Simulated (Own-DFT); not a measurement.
# What a defect does to the pressure of its cell: D0_22 TiAl3

Calculated, not measured: single-point runs of Own-DFT, a retired in-house plane-wave DFT program that no person has reviewed, on unrelaxed cells, without spin or spin-orbit coupling.

Method: PBEsol; PseudoDojo norm-conserving scalar-relativistic files, made for PBE; cutoff 42 hartree; 4 x 4 x 4 k mesh centred on Gamma; cold (Marzari-Vanderbilt) smearing of 0.2 eV.

Caveats: forces on such cells failed a check on a denser k mesh; stress not checked against mesh or cutoff.

All runs share one cell, with vectors in Å (-2.365, -6.981, 4.326); (-7.667, 3.491, 1.442); (-2.950, -3.488, -7.241) and a volume of 625.4 Å³. The atoms are randomly displaced, by u rms on each axis. The defect's site can differ from row to row.

| cell | formula | u (Å) | P (GPa) |
|---|---|---|---|
| no defect | Al30Ti10 | 0.0199 | 0.07 |
| no defect | Al30Ti10 | 0.0495 | 0.69 |
| no defect | Al30Ti10 | 0.0529 | 0.83 |
| two Ti on an Al site each | Al28Ti12 | 0.0294 | 1.03 |
| two Ti on an Al site each | Al28Ti12 | 0.0300 | 1.22 |
| two Ti on an Al site each | Al28Ti12 | 0.0473 | ? |
| two Ti on an Al site each | Al28Ti12 | 0.0494 | 1.66 |
| two Al on a Ti site each | Al32Ti8 | 0.0280 | 1.17 |
| two Al on a Ti site each | Al32Ti8 | 0.0478 | 1.56 |
| two Al on a Ti site each | Al32Ti8 | 0.0588 | 1.94 |
| two Al vacancies | Al28Ti10 | 0.0275 | -0.54 |
| two Al vacancies | Al28Ti10 | 0.0277 | -0.52 |
| two Al vacancies | Al28Ti10 | 0.0531 | -0.02 |

## Working it out

P = P0 + c u² + a shift for each defect gives P0 = -0.02 GPa, c = 292 ± 19 GPa/Å² and a scatter of 0.07 GPa. The shifts, and each times the cell's volume:

- two Al on a Ti site each: 0.94 ± 0.05 GPa, 3.7 eV (1.8 eV for each of its 2 sites)
- two Ti on an Al site each: 0.91 ± 0.05 GPa, 3.6 eV (1.8 eV for each of its 2 sites)
- two Al vacancies: -0.76 ± 0.05 GPa, -3.0 eV (-1.5 eV for each of its 2 sites)

Against the defect-free cell, a freed cell would be larger where the shift is positive and smaller where it is negative (160.2 GPa Å³ is 1 eV). The atoms around the defects weren't relaxed, which would change these numbers.

## Check

Q: what pressure belongs in the blank (two Ti on an Al site each, u = 0.0473 Å)?

The fitted form gives 1.55 ± 0.08 GPa. The run itself gave 1.42 GPa.
